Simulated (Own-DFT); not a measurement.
# Computed records: SiC (4H silicon carbide, atoms displaced)

A calculation, not a measurement: plane-wave PBE density functional theory by an unreviewed code, no spin, of a simulated periodic cell, stress positive in tension, free energy of the whole cell less one offset for each atom, forces on such cells passed a denser k mesh, this cell's mesh not checked; offsets are fitted by least squares, one for each functional and potential file, so energies compare only between cells with the same atoms and settings and are not formation energies; the far tail of each file's local potential was reset to the Coulomb form; each entry is a single point on an unrelaxed cell, so the pressure reflects the starting lattice, mostly measured values (interpolated for alloys), from which strain is counted, and rises with the displacements; printed positions are rounded, which can move forces by about a meV/angstrom; the program, named Own-DFT, is a retired in-house code; no spin-orbit coupling. Program: Own-DFT development build.

Common to all runs: functional PBE; potential files PseudoDojo norm-conserving, scalar-relativistic, standard set; wave cutoff 42 hartree; occupations Fermi-Dirac; smearing width 0.1 eV; hardware one NVIDIA H100; k mesh 4 x 4 x 3 centred on Gamma.

```yaml
- entry: 1
  formula: SiC
  kind: "4H silicon carbide, atoms displaced"
  structure:
    cell_angstrom: [[9.2481, 0.0, 0.0], [-4.6241, 8.0091, 0.0], [0.0, 0.0, 10.0681]]
    atoms_fractional:
      - [Si, 0.01411, 0.0015, 0.40727]
      - [Si, 0.08432, 0.20876, 0.15165]
      - [C, 0.99707, 0.9927, 0.08749]
      - [C, 0.10385, 0.22748, 0.34766]
      - [Si, 0.00879, 0.33501, 0.38958]
      - [Si, 0.13155, 0.54505, 0.16221]
      - [C, 0.97965, 0.33813, 0.09024]
      - [C, 0.10334, 0.5482, 0.34758]
      - [Si, 0.00405, 0.67468, 0.39847]
      - [Si, 0.10946, 0.8873, 0.14168]
      - [C, 0.00903, 0.63896, 0.07979]
      - [C, 0.09914, 0.90205, 0.3385]
      - [Si, 0.34727, 0.99745, 0.40514]
      - [Si, 0.45801, 0.22981, 0.17091]
      - [C, 0.32356, 0.99728, 0.07941]
      - [C, 0.44191, 0.2316, 0.34914]
      - [Si, 0.33602, 0.33949, 0.41427]
      - [Si, 0.42585, 0.5314, 0.15676]
      - [C, 0.33009, 0.33858, 0.10521]
      - [C, 0.46784, 0.58702, 0.33531]
      - [Si, 0.33889, 0.66795, 0.41238]
      - [Si, 0.46607, 0.88356, 0.14791]
      - [C, 0.35533, 0.6936, 0.11431]
      - [C, 0.4515, 0.89171, 0.34406]
      - [Si, 0.6735, 0.98755, 0.40841]
      - [Si, 0.77684, 0.20229, 0.15853]
      - [C, 0.66742, 0.99826, 0.07797]
      - [C, 0.77529, 0.21056, 0.32929]
      - [Si, 0.66755, 0.32992, 0.41555]
      - [Si, 0.79455, 0.56328, 0.15129]
      - [C, 0.66274, 0.32252, 0.11032]
      - [C, 0.80213, 0.58022, 0.34808]
      - [Si, 0.68317, 0.66365, 0.40274]
      - [Si, 0.76923, 0.89792, 0.1543]
      - [C, 0.6848, 0.6811, 0.08664]
      - [C, 0.80261, 0.88468, 0.359]
      - [Si, 0.99099, 0.00651, 0.91829]
      - [Si, 0.87558, 0.78059, 0.66288]
      - [C, 0.97868, 0.95819, 0.60181]
      - [C, 0.90766, 0.78584, 0.86605]
      - [Si, 0.00111, 0.66752, 0.88875]
      - [Si, 0.88624, 0.44223, 0.66795]
      - [C, 0.00022, 0.66543, 0.6094]
      - [C, 0.88594, 0.44365, 0.85978]
      - [Si, 0.97634, 0.30821, 0.92444]
      - [Si, 0.90061, 0.10342, 0.65095]
      - [C, 0.00244, 0.32754, 0.60311]
      - [C, 0.91594, 0.12497, 0.86078]
      - [Si, 0.6786, 0.01088, 0.90904]
      - [Si, 0.53334, 0.77688, 0.66815]
      - [C, 0.64584, 0.98763, 0.578]
      - [C, 0.53866, 0.76343, 0.85786]
      - [Si, 0.64714, 0.65128, 0.91893]
      - [Si, 0.53654, 0.43298, 0.65617]
      - [C, 0.67423, 0.67127, 0.59202]
      - [C, 0.56131, 0.44011, 0.83913]
      - [Si, 0.69565, 0.34357, 0.90003]
      - [Si, 0.54892, 0.09552, 0.65144]
      - [C, 0.66877, 0.35806, 0.59853]
      - [C, 0.55445, 0.12199, 0.83013]
      - [Si, 0.34617, 0.01727, 0.90989]
      - [Si, 0.23616, 0.77799, 0.65031]
      - [C, 0.35461, 0.01523, 0.59107]
      - [C, 0.2298, 0.77682, 0.83994]
      - [Si, 0.32703, 0.66874, 0.91267]
      - [Si, 0.23535, 0.44732, 0.65288]
      - [C, 0.31054, 0.65378, 0.5911]
      - [C, 0.22323, 0.44644, 0.85296]
      - [Si, 0.35935, 0.35163, 0.90659]
      - [Si, 0.22602, 0.11971, 0.66494]
      - [C, 0.31735, 0.31709, 0.58424]
      - [C, 0.21578, 0.1198, 0.839]
  results:
    "free_energy_of_cell_above_offsets [eV]": "15.513"
    "pressure [GPa]": 11.94
    "stress_xx [GPa]": -10.34
    "stress_yy [GPa]": -12.91
    "stress_zz [GPa]": -12.58
    "stress_yz [GPa]": -0.66
    "stress_xz [GPa]": 1.81
    "stress_xy [GPa]": 0.36
    force_element: [Si, Si, C, C, Si, Si, C, C, Si, Si, C, C, Si, Si, C, C, Si, Si, C, C, Si, Si, C, C, Si, Si, C, C, Si, Si, C, C, Si, Si, C, C, Si, Si, C, C, Si, Si, C, C, Si, Si, C, C, Si, Si, C, C, Si, Si, C, C, Si, Si, C, C, Si, Si, C, C, Si, Si, C, C, Si, Si, C, C]
    "force_x [eV/angstrom]": [-3.973, 2.743, -1.67, 4.488, -4.719, -3.26, 3.926, 1.796, 2.037, 0.812, -1.124, 8.531, -3.053, -2.931, 2.308, 1.808, -0.607, 1.689, 0.076, -0.128, -0.534, -4.559, -0.584, 1.059, 0.305, -3.591, 0.519, 0.317, 0.351, 0.055, 1.713, -1.041, -2.715, 4.273, -1.082, -4.791, 5.668, 3.029, 1.68, -5.211, 3.149, 0.685, 0.284, 6.661, 1.603, -1.604, -0.43, -5.38, -1.119, 2.868, 2.252, 1.891, 2.418, 1.163, -4.162, 0.981, -9.342, 2.135, 2.569, 2.965, -1.648, -5.002, -4.785, -0.836, -0.535, -3.353, 4.286, 0.407, -4.059, 0.188, 0.516, 1.624]
    "force_y [eV/angstrom]": [2.759, 1.337, 1.154, -1.999, -0.41, 2.667, -1.52, 2.37, 1.27, -1.851, 3.024, -3.301, 1.732, -1.802, 1.488, -0.989, 0.731, 8.484, -5.843, -3.547, 0.07, 7.501, -11.98, -0.614, 0.692, 2.728, 1.072, 0.042, 1.419, -0.966, 1.794, -5.495, 1.498, -2.567, -2.319, 1.017, -2.761, -9.165, 13.34, 0.342, 0.114, 0.192, 0.777, 2.108, 8.296, 0.126, 0.034, -4.721, -1.449, -0.886, 0.583, 2.828, 1.931, 2.873, -2.347, 1.058, -4.893, 4.524, -3.716, -0.385, -1.606, 1.526, -3.303, 1.679, -0.891, -2.013, 0.534, -0.102, -3.111, -4.114, 2.409, 0.54]
    "force_z [eV/angstrom]": [3.102, 0.922, 3.462, -1.625, 4.426, -0.528, 3.773, -0.864, 3.004, 1.37, 1.446, -2.299, -0.236, -2.191, 4.544, 1.051, -4.489, 1.811, -2.884, 2.224, -2.278, 3.715, -4.603, -1.075, -2.717, -1.322, 3.418, 5.254, -1.532, 0.639, -2.824, -2.875, 1.679, 1.284, 3.774, -3.142, -2.706, 5.194, -4.486, -3.283, 2.724, -1.324, -1.649, -4.285, -3.577, 0.748, -1.483, -5.197, -4.848, -1.596, 5.107, -1.825, -3.555, -0.488, 0.7, 1.059, 3.269, 0.474, -0.762, 2.639, -3.787, 2.213, -1.059, -0.151, 1.029, 2.478, -0.553, -0.17, 1.233, -1.543, 2.916, 3.129]
    "wall_time [s]": 350.4
- entry: 2
  formula: SiC
  kind: "4H silicon carbide, atoms displaced"
  structure:
    cell_angstrom: [[9.2481, 0.0, 0.0], [-4.6241, 8.0091, 0.0], [0.0, 0.0, 10.0681]]
    atoms_fractional:
      - [Si, 0.00753, 0.00332, 0.41442]
      - [Si, 0.10636, 0.21213, 0.15557]
      - [C, 0.99315, 0.99278, 0.10624]
      - [C, 0.1296, 0.22827, 0.35064]
      - [Si, 0.00012, 0.33265, 0.40939]
      - [Si, 0.10262, 0.55318, 0.14875]
      - [C, 0.00215, 0.33261, 0.09572]
      - [C, 0.10522, 0.56644, 0.35697]
      - [Si, 0.00499, 0.66673, 0.42819]
      - [Si, 0.08677, 0.87997, 0.14631]
      - [C, 0.99653, 0.65942, 0.09363]
      - [C, 0.12048, 0.90452, 0.34655]
      - [Si, 0.33014, 0.99699, 0.4207]
      - [Si, 0.42751, 0.2218, 0.1615]
      - [C, 0.32503, 0.97231, 0.0887]
      - [C, 0.44997, 0.21324, 0.3538]
      - [Si, 0.33803, 0.36292, 0.40248]
      - [Si, 0.44041, 0.55738, 0.16256]
      - [C, 0.32958, 0.33925, 0.10144]
      - [C, 0.44016, 0.54438, 0.34779]
      - [Si, 0.33542, 0.68289, 0.41308]
      - [Si, 0.45938, 0.8759, 0.15651]
      - [C, 0.32122, 0.66886, 0.09343]
      - [C, 0.46203, 0.89921, 0.34991]
      - [Si, 0.65827, 0.99167, 0.40918]
      - [Si, 0.78672, 0.22708, 0.16042]
      - [C, 0.68169, 0.01525, 0.09628]
      - [C, 0.76192, 0.19353, 0.35471]
      - [Si, 0.6557, 0.32613, 0.42307]
      - [Si, 0.76723, 0.55471, 0.14696]
      - [C, 0.67369, 0.33203, 0.10713]
      - [C, 0.79963, 0.55668, 0.33635]
      - [Si, 0.65415, 0.65346, 0.40477]
      - [Si, 0.77653, 0.90847, 0.16516]
      - [C, 0.67445, 0.68301, 0.09199]
      - [C, 0.78366, 0.90137, 0.34111]
      - [Si, 0.99116, 0.00287, 0.90323]
      - [Si, 0.88541, 0.79849, 0.65654]
      - [C, 0.99509, 0.00533, 0.57607]
      - [C, 0.88262, 0.78119, 0.84503]
      - [Si, 0.98752, 0.67451, 0.90321]
      - [Si, 0.8824, 0.44448, 0.64202]
      - [C, 0.00331, 0.67117, 0.60581]
      - [C, 0.88649, 0.44573, 0.83948]
      - [Si, 0.98937, 0.32332, 0.89579]
      - [Si, 0.88281, 0.10071, 0.65727]
      - [C, 0.97845, 0.33996, 0.59713]
      - [C, 0.90553, 0.12671, 0.84162]
      - [Si, 0.64318, 0.00401, 0.90988]
      - [Si, 0.56235, 0.78159, 0.64686]
      - [C, 0.68432, 0.97929, 0.59161]
      - [C, 0.55461, 0.78994, 0.84357]
      - [Si, 0.67121, 0.66991, 0.87973]
      - [Si, 0.55246, 0.45239, 0.64491]
      - [C, 0.67079, 0.65987, 0.60235]
      - [C, 0.54971, 0.44476, 0.85096]
      - [Si, 0.6712, 0.34272, 0.91165]
      - [Si, 0.54939, 0.11247, 0.64654]
      - [C, 0.66823, 0.33164, 0.60593]
      - [C, 0.55227, 0.13261, 0.84118]
      - [Si, 0.32209, 0.00638, 0.90774]
      - [Si, 0.22972, 0.80045, 0.66559]
      - [C, 0.32211, 0.00563, 0.58252]
      - [C, 0.23171, 0.7877, 0.82639]
      - [Si, 0.33906, 0.67376, 0.90619]
      - [Si, 0.20424, 0.43961, 0.66628]
      - [C, 0.3445, 0.67177, 0.59798]
      - [C, 0.21679, 0.44724, 0.84232]
      - [Si, 0.33573, 0.34058, 0.90215]
      - [Si, 0.21086, 0.1032, 0.66015]
      - [C, 0.3219, 0.31886, 0.59596]
      - [C, 0.2405, 0.12549, 0.84697]
  results:
    "free_energy_of_cell_above_offsets [eV]": "7.588"
    "pressure [GPa]": 9.36
    "stress_xx [GPa]": -6.93
    "stress_yy [GPa]": -11.99
    "stress_zz [GPa]": -9.17
    "stress_yz [GPa]": 0.63
    "stress_xz [GPa]": -0.95
    "stress_xy [GPa]": -1.1
    force_element: [Si, Si, C, C, Si, Si, C, C, Si, Si, C, C, Si, Si, C, C, Si, Si, C, C, Si, Si, C, C, Si, Si, C, C, Si, Si, C, C, Si, Si, C, C, Si, Si, C, C, Si, Si, C, C, Si, Si, C, C, Si, Si, C, C, Si, Si, C, C, Si, Si, C, C, Si, Si, C, C, Si, Si, C, C, Si, Si, C, C]
    "force_x [eV/angstrom]": [-0.203, 0.008, -2.066, -3.512, -0.568, 0.427, 0.12, 3.376, -2.281, 5.738, -2.501, -0.069, 0.033, 3.768, -1.528, -2.635, 1.8, 0.652, -0.004, -0.938, 0.085, -3.444, 2.65, -4.308, 4.626, -1.272, -2.269, 0.693, 2.505, 1.438, -2.647, -3.368, 3.627, 2.526, -1.489, 0.164, 1.619, 2.933, 0.461, 1.094, 4.008, -1.564, -1.196, -0.299, -0.242, 0.437, 5.988, -1.731, 1.96, -1.048, -4.547, 1.257, -4.049, 0.082, -1.389, 1.236, -0.133, 0.85, -2.767, 0.733, 4.151, 0.732, 1.613, -1.22, -1.52, 1.265, -1.999, 0.511, -1.132, 0.33, -0.959, -4.596]
    "force_y [eV/angstrom]": [0.515, 1.973, 2.231, -0.594, -0.469, 0.187, -0.617, -1.748, 2.384, -1.012, 0.923, -2.639, 0.825, -1.704, 2.632, 1.455, -11.77, 0.641, -0.705, 9.909, -1.968, 2.928, -1.255, -3.176, -0.017, 0.112, -1.139, 6.199, 0.906, 0.481, -0.124, -0.796, 2.331, -3.239, -0.959, -2.055, 0.474, -2.697, -0.03, 2.727, -1.997, 2.814, 1.335, 0.699, 5.621, 3.72, -3.314, -5.27, 1.126, -3.262, 3.267, -0.702, -0.462, -4.557, 2.517, 1.281, 0.014, -0.848, 0.424, -2.81, -1.754, -2.864, -0.268, -0.002, -0.614, 0.912, -0.363, 0.193, 0.76, 1.793, 3.064, -1.576]
    "force_z [eV/angstrom]": [-7.555, 1.633, -3.728, -1.213, -0.385, 2.491, -0.878, -2.205, -3.405, 3.455, -1.919, -0.228, -8.163, 0.663, 1.029, -1.026, 4.821, -1.89, -1.85, -3.004, -0.123, 0.804, 0.047, -1.338, 1.438, 1.969, -1.754, -1.232, -3.591, 1.927, -2.324, 2.435, -0.666, -1.387, -0.268, 2.355, 2.187, -0.649, 8.667, -1.855, -0.027, 4.854, 0.251, 0.155, 2.847, -0.073, -1.285, -1.494, -0.593, 3.067, -1.091, -0.907, 4.691, 3.396, -2.256, -1.974, 0.326, 2.426, -2.07, -0.114, 0.684, -6.345, 6.944, 8.247, -0.86, -2.974, -0.426, 2.178, 1.722, -0.913, -0.448, -1.222]
    "wall_time [s]": 364.6
- entry: 3
  formula: SiC
  kind: "4H silicon carbide, atoms displaced"
  structure:
    cell_angstrom: [[9.2481, 0.0, 0.0], [-4.6241, 8.0091, 0.0], [0.0, 0.0, 10.0681]]
    atoms_fractional:
      - [Si, 0.00912, 0.00405, 0.4148]
      - [Si, 0.10714, 0.23593, 0.17401]
      - [C, 0.99385, 0.01848, 0.08884]
      - [C, 0.10365, 0.23823, 0.34953]
      - [Si, 0.99979, 0.33988, 0.40151]
      - [Si, 0.12331, 0.57349, 0.14637]
      - [C, 0.99888, 0.32578, 0.10673]
      - [C, 0.10753, 0.56755, 0.34005]
      - [Si, 0.01971, 0.67542, 0.40957]
      - [Si, 0.12795, 0.89566, 0.14928]
      - [C, 0.0114, 0.69326, 0.07457]
      - [C, 0.13044, 0.89543, 0.35132]
      - [Si, 0.33773, 0.97529, 0.4139]
      - [Si, 0.45661, 0.23105, 0.17253]
      - [C, 0.32928, 0.00591, 0.10082]
      - [C, 0.43594, 0.2188, 0.34274]
      - [Si, 0.31249, 0.3154, 0.41212]
      - [Si, 0.41293, 0.55507, 0.16277]
      - [C, 0.32874, 0.35079, 0.08373]
      - [C, 0.44576, 0.56541, 0.34969]
      - [Si, 0.32965, 0.65141, 0.39402]
      - [Si, 0.4473, 0.89493, 0.16337]
      - [C, 0.33041, 0.67014, 0.09437]
      - [C, 0.44323, 0.88675, 0.34642]
      - [Si, 0.66673, 0.02202, 0.39869]
      - [Si, 0.80199, 0.23368, 0.15675]
      - [C, 0.68865, 0.01863, 0.0811]
      - [C, 0.80665, 0.24933, 0.34462]
      - [Si, 0.672, 0.33743, 0.4086]
      - [Si, 0.76866, 0.55849, 0.14786]
      - [C, 0.65203, 0.32909, 0.09057]
      - [C, 0.77427, 0.53593, 0.34341]
      - [Si, 0.66835, 0.66647, 0.40833]
      - [Si, 0.7751, 0.88107, 0.14748]
      - [C, 0.67072, 0.64493, 0.10054]
      - [C, 0.75465, 0.89764, 0.34137]
      - [Si, 0.99637, 0.97651, 0.91425]
      - [Si, 0.90024, 0.77729, 0.65824]
      - [C, 0.98375, 0.00175, 0.61016]
      - [C, 0.89559, 0.77758, 0.84099]
      - [Si, 0.99422, 0.66898, 0.90043]
      - [Si, 0.90394, 0.4761, 0.65974]
      - [C, 0.00833, 0.6595, 0.59694]
      - [C, 0.87812, 0.44375, 0.84914]
      - [Si, 0.01108, 0.31673, 0.90022]
      - [Si, 0.90275, 0.11483, 0.64714]
      - [C, 0.00021, 0.34457, 0.5976]
      - [C, 0.88372, 0.09823, 0.85137]
      - [Si, 0.66082, 0.00395, 0.91753]
      - [Si, 0.55714, 0.76753, 0.64871]
      - [C, 0.70836, 0.02613, 0.60602]
      - [C, 0.56279, 0.77173, 0.8243]
      - [Si, 0.65271, 0.65634, 0.90952]
      - [Si, 0.56169, 0.4596, 0.65737]
      - [C, 0.65306, 0.65745, 0.61019]
      - [C, 0.56691, 0.43517, 0.83233]
      - [Si, 0.66388, 0.32047, 0.89306]
      - [Si, 0.56927, 0.10056, 0.63508]
      - [C, 0.69581, 0.35632, 0.59743]
      - [C, 0.5457, 0.0975, 0.84413]
      - [Si, 0.31897, 0.97793, 0.90822]
      - [Si, 0.21447, 0.7819, 0.66019]
      - [C, 0.31557, 0.99585, 0.59166]
      - [C, 0.23286, 0.77368, 0.86043]
      - [Si, 0.32849, 0.6636, 0.88835]
      - [Si, 0.24042, 0.44587, 0.65054]
      - [C, 0.32408, 0.66684, 0.58318]
      - [C, 0.19566, 0.42774, 0.83598]
      - [Si, 0.29856, 0.316, 0.90671]
      - [Si, 0.23469, 0.12799, 0.67474]
      - [C, 0.34122, 0.33889, 0.58933]
      - [C, 0.20492, 0.10067, 0.82762]
  results:
    "free_energy_of_cell_above_offsets [eV]": "16.528"
    "pressure [GPa]": 13.04
    "stress_xx [GPa]": -17.28
    "stress_yy [GPa]": -10.22
    "stress_zz [GPa]": -11.61
    "stress_yz [GPa]": 0.85
    "stress_xz [GPa]": 0.79
    "stress_xy [GPa]": 1.61
    force_element: [Si, Si, C, C, Si, Si, C, C, Si, Si, C, C, Si, Si, C, C, Si, Si, C, C, Si, Si, C, C, Si, Si, C, C, Si, Si, C, C, Si, Si, C, C, Si, Si, C, C, Si, Si, C, C, Si, Si, C, C, Si, Si, C, C, Si, Si, C, C, Si, Si, C, C, Si, Si, C, C, Si, Si, C, C, Si, Si, C, C]
    "force_x [eV/angstrom]": [-1.891, 2.954, 3.112, 3.29, 1.183, -4.054, 1.753, 3.718, -3.942, -5.001, 0.077, -3.111, -3.975, -2.42, 3.717, 1.117, 2.343, 5.593, 0.164, 2.285, -3.361, 0.185, 0.802, 2.517, 2.113, -6.294, -1.621, -6.205, -0.281, 9.476, 3.723, -0.647, -0.065, -0.249, -11.17, 4.562, -2.517, -2.589, 8.704, -1.515, 1.706, 1.449, -1.984, 3.332, -8.042, -1.349, 2.21, 0.535, 1.262, -3.147, -7.57, -2.314, 2.105, 2.108, 4.335, -3.833, -1.395, -2.434, -3.51, -0.598, 0.969, 3.444, 2.575, -4.977, 4.445, -4.931, 1.645, 6.284, 3.429, -0.088, 0.925, 0.931]
    "force_y [eV/angstrom]": [-0.515, -1.998, -1.679, -3.168, 4.023, -2.207, 5.859, -1.651, -0.344, -0.183, -3.147, -0.886, 4.494, -0.723, 1.752, -0.536, 2.495, -0.987, -2.386, -3.828, 2.954, 0.954, 2.788, -0.866, -0.124, -1.35, -2.665, -4.712, -1.55, -5.026, 0.977, 6.273, 0.28, 0.594, 7.007, -1.666, 3.867, 0.468, -3.443, -1.577, -2.206, -9.709, 7.509, 0.856, -2.407, 7.06, 0.126, 0.006, -0.85, 3.756, -6.357, -0.037, -1.131, -5.927, 3.88, 0.798, -0.519, 2.766, -2.71, -0.138, 5.647, 0.066, 0.892, -0.869, -2.307, 0.409, 0.828, 4.918, 1.133, -0.784, -1.141, -1.129]
    "force_z [eV/angstrom]": [-0.351, -3.719, 2.67, 0.887, 4.675, 0.981, -4.159, -1.801, -0.32, 2.766, 3.536, -1.42, 0.05, -4.505, -1.727, 4.048, -1.372, -0.154, 3.122, -1.572, 2.972, -2.214, -2.109, -0.746, 1.759, 0.551, 6.611, -2.234, 1.343, 3.521, -0.523, -1.042, -0.178, 1.277, -4.024, -0.35, -1.682, 0.039, -4.474, -0.152, 0.335, 3.261, -2.683, -0.679, 3.101, 5.664, -1.234, -1.185, -6.71, -0.661, -4.841, 4.992, -0.867, -0.031, -5.204, 2.319, 2.225, 4.05, -1.674, -1.128, 0.713, 0.581, 0.991, -4.476, 2.08, -0.142, 1.362, -1.831, -0.643, -10.72, 1.453, 11.61]
    "wall_time [s]": 354.1
- entry: 4
  formula: SiC
  kind: "4H silicon carbide, atoms displaced"
  structure:
    cell_angstrom: [[9.2481, 0.0, 0.0], [-4.6241, 8.0091, 0.0], [0.0, 0.0, 10.0681]]
    atoms_fractional:
      - [Si, 0.01235, 0.01627, 0.39443]
      - [Si, 0.107, 0.21795, 0.13956]
      - [C, 0.00775, 0.01256, 0.09893]
      - [C, 0.12365, 0.19899, 0.34766]
      - [Si, 0.01441, 0.32936, 0.41118]
      - [Si, 0.1218, 0.57619, 0.15157]
      - [C, 0.9863, 0.3072, 0.09209]
      - [C, 0.10446, 0.55904, 0.34469]
      - [Si, 0.00295, 0.66473, 0.38589]
      - [Si, 0.11626, 0.90638, 0.1688]
      - [C, 0.01798, 0.68622, 0.09987]
      - [C, 0.11501, 0.90656, 0.33436]
      - [Si, 0.34291, 0.98698, 0.41094]
      - [Si, 0.45643, 0.22195, 0.15518]
      - [C, 0.33319, 0.0026, 0.09722]
      - [C, 0.44508, 0.22461, 0.35008]
      - [Si, 0.34526, 0.33874, 0.41262]
      - [Si, 0.44083, 0.53592, 0.16654]
      - [C, 0.3221, 0.33351, 0.09526]
      - [C, 0.43855, 0.54707, 0.3502]
      - [Si, 0.33092, 0.67099, 0.4159]
      - [Si, 0.44479, 0.9009, 0.14244]
      - [C, 0.34846, 0.68314, 0.0944]
      - [C, 0.45524, 0.90073, 0.33583]
      - [Si, 0.66993, 0.02201, 0.40598]
      - [Si, 0.79292, 0.21893, 0.15687]
      - [C, 0.68724, 0.999, 0.10597]
      - [C, 0.78188, 0.21875, 0.34542]
      - [Si, 0.66771, 0.3205, 0.41495]
      - [Si, 0.77623, 0.54926, 0.14947]
      - [C, 0.66752, 0.31619, 0.1014]
      - [C, 0.77251, 0.54363, 0.34986]
      - [Si, 0.68088, 0.66312, 0.39895]
      - [Si, 0.77028, 0.88398, 0.16536]
      - [C, 0.6621, 0.65843, 0.10358]
      - [C, 0.76305, 0.88372, 0.3411]
      - [Si, 0.00016, 0.0088, 0.8988]
      - [Si, 0.88724, 0.76186, 0.66686]
      - [C, 0.98071, 0.99166, 0.60922]
      - [C, 0.87478, 0.7837, 0.82803]
      - [Si, 0.99168, 0.64639, 0.89724]
      - [Si, 0.88658, 0.44866, 0.65047]
      - [C, 0.00069, 0.67921, 0.59574]
      - [C, 0.87783, 0.43667, 0.85476]
      - [Si, 0.9955, 0.30462, 0.92093]
      - [Si, 0.89907, 0.11134, 0.66999]
      - [C, 0.00975, 0.33529, 0.60579]
      - [C, 0.90019, 0.1218, 0.84924]
      - [Si, 0.65067, 0.98959, 0.90949]
      - [Si, 0.56439, 0.79284, 0.66429]
      - [C, 0.68108, 0.98846, 0.58284]
      - [C, 0.55439, 0.77632, 0.82148]
      - [Si, 0.66927, 0.65352, 0.91734]
      - [Si, 0.54063, 0.45109, 0.66064]
      - [C, 0.66383, 0.6498, 0.59318]
      - [C, 0.5532, 0.44029, 0.83285]
      - [Si, 0.67927, 0.31545, 0.90476]
      - [Si, 0.57222, 0.13128, 0.65704]
      - [C, 0.65678, 0.31924, 0.5844]
      - [C, 0.53977, 0.09257, 0.84831]
      - [Si, 0.33279, 0.99558, 0.895]
      - [Si, 0.24791, 0.79184, 0.6628]
      - [C, 0.33315, 0.99585, 0.60281]
      - [C, 0.18501, 0.75324, 0.8408]
      - [Si, 0.33212, 0.64911, 0.88866]
      - [Si, 0.20296, 0.43585, 0.6577]
      - [C, 0.32369, 0.65594, 0.59696]
      - [C, 0.23179, 0.44783, 0.84178]
      - [Si, 0.35689, 0.34869, 0.91497]
      - [Si, 0.21265, 0.09553, 0.66914]
      - [C, 0.34056, 0.31458, 0.6018]
      - [C, 0.23088, 0.11497, 0.83485]
  results:
    "free_energy_of_cell_above_offsets [eV]": "12.398"
    "pressure [GPa]": 12.15
    "stress_xx [GPa]": -8.86
    "stress_yy [GPa]": -13.89
    "stress_zz [GPa]": -13.72
    "stress_yz [GPa]": 1.01
    "stress_xz [GPa]": 1.96
    "stress_xy [GPa]": -0.42
    force_element: [Si, Si, C, C, Si, Si, C, C, Si, Si, C, C, Si, Si, C, C, Si, Si, C, C, Si, Si, C, C, Si, Si, C, C, Si, Si, C, C, Si, Si, C, C, Si, Si, C, C, Si, Si, C, C, Si, Si, C, C, Si, Si, C, C, Si, Si, C, C, Si, Si, C, C, Si, Si, C, C, Si, Si, C, C, Si, Si, C, C]
    "force_x [eV/angstrom]": [-3.003, 1.239, -0.654, -1.844, -0.771, 1.589, 1.856, 4.301, -3.816, 0.702, -2.7, 2.141, -3.761, -2.552, -0.631, 2.131, -0.16, -1.962, 3.275, 0.001, 1.243, 2.577, 0.292, 0.061, 2.082, -3.767, -5.481, 1.446, -1.372, 1.79, 0.964, 1.809, -3.332, 3.4, 0.258, 1.954, 2.705, -3.179, 4.364, 1.137, -4.361, 0.325, 3.604, 3.913, -0.496, -2.244, -5.497, -2.707, 2.858, 1.248, -2.218, -0.253, -0.81, 2.398, -0.527, 2.727, -5.486, -0.203, 0.929, 3.202, -4.069, -3.421, 1.378, 7.508, -1.728, 7.207, 1.169, -0.721, -2.498, -0.579, -4.339, -0.64]
    "force_y [eV/angstrom]": [-10.7, 0.975, -4.609, 12.56, -0.234, -1.52, 5.37, -1.954, 2.365, -0.602, -1.775, -2.886, 2.914, -0.863, 1.024, -1.211, -2.382, 3.526, -0.387, 1.764, -0.105, -0.782, -2.971, -1.982, -5.834, -1.568, 0.636, 3.744, 1.44, 0.053, 2.104, -0.152, 0.557, -1.063, -0.091, 1.053, -2.347, 1.636, -0.555, -0.638, 2.057, 0.17, -2.087, -1.221, 7.903, 0.289, -2.824, -5.195, -0.533, -3.285, 3.586, -0.333, 1.304, -1.255, 2.964, 0.458, -0.735, -6.279, 4.669, 2.8, -2.321, -3.922, 1.742, 4.475, 5.095, 2.437, 1.677, -4.948, -2.569, 0.736, 0.321, 0.305]
    "force_z [eV/angstrom]": [5.578, 4.507, -2.547, -3.549, -0.452, 0.629, 1.046, -1.048, 3.608, -5.646, -1.765, 5.452, -0.006, 2.074, -2.321, -1.025, 1.201, 0.038, -0.849, -0.161, -2.159, 2.613, -1.426, 0.756, 0.195, 2.323, -3.983, -0.722, -4.033, 2.098, -2.429, -2.391, 2.761, -0.508, -1.427, 1.679, 1.499, -6.128, -2.347, 8.482, 3.548, 0.348, -1.962, -2.815, -1.97, -2.295, -2.958, -1.805, 0.458, -9.484, 2.408, 11.0, -2.666, -2.037, -0.844, 4.588, 1.983, 0.605, 3.475, -1.617, 2.77, -0.479, -1.311, -1.124, 3.13, 1.606, 0.329, 0.671, -2.2, -5.576, -1.565, 6.175]
    "wall_time [s]": 385.5
```
